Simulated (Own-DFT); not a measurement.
# Strain and stress in 4H SiC, 32 atoms (C16Si16)

Calculated results; nothing here was measured. The program, named Own-DFT, is a retired in-house plane-wave density functional code that no person has reviewed. Each row is one single-point run on a periodic cell that was not relaxed, without spin or spin-orbit coupling.

Settings of every run: PBE; PseudoDojo norm-conserving scalar-relativistic files; cutoff 42 hartree; 5 x 5 x 3 k mesh centred on Gamma; Fermi-Dirac smearing of 0.1 eV.

Known limits: forces on such cells passed a denser k mesh, each cell not checked; stress not checked against mesh or cutoff.

Unstrained cell vectors in Å: (6.165, 0.000, 0.000); (-3.083, 5.339, 0.000); (0.000, 0.000, 10.068). The unstrained cell has measured lattice constants (interpolated for alloys), not those of this functional. That, the random moves and any unrelaxed bonds set the pressure at no strain. Each run strains this cell uniformly, with the atoms carried along. Every atom was also moved at random, by a Gaussian of width 0.05 Å on each axis. Strain is the symmetric tensor, in per cent. Stress is positive in tension, and the pressure is minus a third of its trace.

| run | e_xx (%) | e_yy (%) | e_zz (%) | e_yz (%) | e_xz (%) | e_xy (%) | s_xx (GPa) | s_yy (GPa) | s_zz (GPa) | s_yz (GPa) | s_xz (GPa) | s_xy (GPa) | P (GPa) | E (meV/atom) |
|---|---|---|---|---|---|---|---|---|---|---|---|---|---|---|
| 1 | -0.51 | 1.23 | 0.94 | 0.73 | 0.40 | -1.00 | -5.76 | 1.45 | -1.03 | 2.89 | -0.13 | -4.52 | 1.78 | 0.0 |
| 2 | 1.55 | -1.27 | -2.00 | 0.08 | -1.58 | -0.29 | 3.00 | -17.65 | -16.47 | 1.47 | -4.46 | -0.99 | 10.37 | 51.7 |
| 3 | 0.17 | 0.82 | -1.60 | -1.90 | -0.38 | -1.67 | -6.21 | 0.04 | -16.34 | -6.60 | -1.89 | -8.88 | 7.50 | 40.0 |
| 4 | -1.17 | 1.68 | -1.76 | -0.59 | 0.16 | 1.17 | -14.28 | 3.37 | -12.98 | -2.07 | 0.00 | 3.38 | 7.96 | 12.2 |
| 5 | -1.29 | 1.18 | -0.45 | -0.73 | 1.30 | 0.95 | -14.11 | 0.34 | -10.73 | -4.80 | 5.61 | 7.06 | 8.17 | 46.9 |
| 6 | 0.26 | -1.25 | 0.45 | 1.31 | 0.64 | -1.60 | -4.48 | -9.25 | -4.82 | 4.36 | 1.34 | -6.76 | 6.18 | 4.5 |
| 7 | 1.38 | -0.60 | 1.00 | 1.20 | 0.63 | 1.97 | 1.95 | -6.68 | 0.75 | 3.25 | 1.15 | 8.26 | 1.33 | 11.7 |
| 8 | -1.54 | -1.31 | -0.89 | 1.70 | -0.24 | -1.47 | -20.33 | -15.46 | -12.40 | 7.38 | 0.86 | -12.70 | 16.06 | 77.3 |
| 9 | -1.85 | 1.06 | -1.98 | 0.58 | -1.08 | 1.50 | -13.58 | -3.02 | -20.14 | 1.48 | -3.29 | 6.59 | 12.25 | 43.1 |
| 10 | -1.74 | 1.11 | -0.96 | 0.30 | 0.62 | -1.84 | -18.46 | -2.53 | -12.19 | 1.20 | 2.40 | -12.46 | 11.06 | 68.5 |
| 11 | 1.47 | -1.27 | 1.64 | -0.35 | -0.33 | -0.84 | 2.58 | -6.87 | -1.53 | -1.73 | -0.50 | -3.08 | 1.94 | 41.1 |
| 12 | -0.02 | -1.28 | 1.27 | 0.94 | -0.44 | 1.79 | -6.46 | -11.60 | 1.42 | 3.73 | -0.86 | 9.06 | 5.55 | 12.8 |
| 13 | 1.61 | -1.22 | 1.79 | 1.20 | 0.44 | 0.00 | 1.80 | -8.48 | 4.57 | 3.72 | 2.64 | 1.11 | 0.70 | 7.0 |
| 14 | 0.82 | -0.07 | -0.71 | 0.55 | -0.09 | 0.78 | -1.31 | -4.59 | -8.90 | 1.09 | -0.98 | 4.39 | 4.93 | 1.7 |
| 15 | 1.30 | 0.81 | 1.45 | 0.65 | -1.93 | -0.24 | 2.51 | 2.00 | 2.76 | 2.05 | -6.91 | -2.29 | -2.42 | 4.5 |
| 16 | 0.69 | 1.78 | 1.05 | 0.02 | -0.66 | 0.54 | ? | ? | ? | ? | ? | ? | ? | ? |

E is the free energy for each atom above the lowest run shown.

## Worked fit

Each stress component was fitted by least squares to a constant and the strains of the runs shown, as fractions, with shears doubled. Shear strains stay in the fit of a normal stress only where such slopes are resolved. The slopes, in GPa:

| stress | at no strain | per e_xx | per e_yy | per e_zz | scatter |
|---|---|---|---|---|---|
| s_xx | -6.3 | 643 ± 54 | 104 ± 55 | 26 ± 46 | 2.00 |
| s_yy | -5.0 | 74 ± 51 | 598 ± 52 | 149 ± 43 | 1.88 |
| s_zz | -6.6 | 68 ± 54 | 48 ± 55 | 534 ± 46 | 2.00 |

Each shear stress against twice its own strain: yz 186 ± 14, xz 157 ± 16, xy 264 ± 21 GPa. These are stiffnesses along x, y and z of the frame in which the cell vectors are given, which need not be the crystal's axes. The atoms are held to the strained lattice; where symmetry lets them move under strain, relaxing them would lower some slopes. The table should be nearly symmetric about its diagonal, and what it lacks of that shows the noise. A ninth of its sum, 249 ± 10 GPa, estimates the bulk modulus near the mean pressure of these runs, 6.2 GPa, so it lies above the value at zero pressure.

## Withheld run

Question: what normal stresses and pressure should run 16 give?

The fit gives s_xx = 0.2, s_yy = 7.7, s_zz = 0.4 and P = -2.8 GPa. The calculation gave 0.69, 7.24, -1.95 and P = -1.99 GPa.
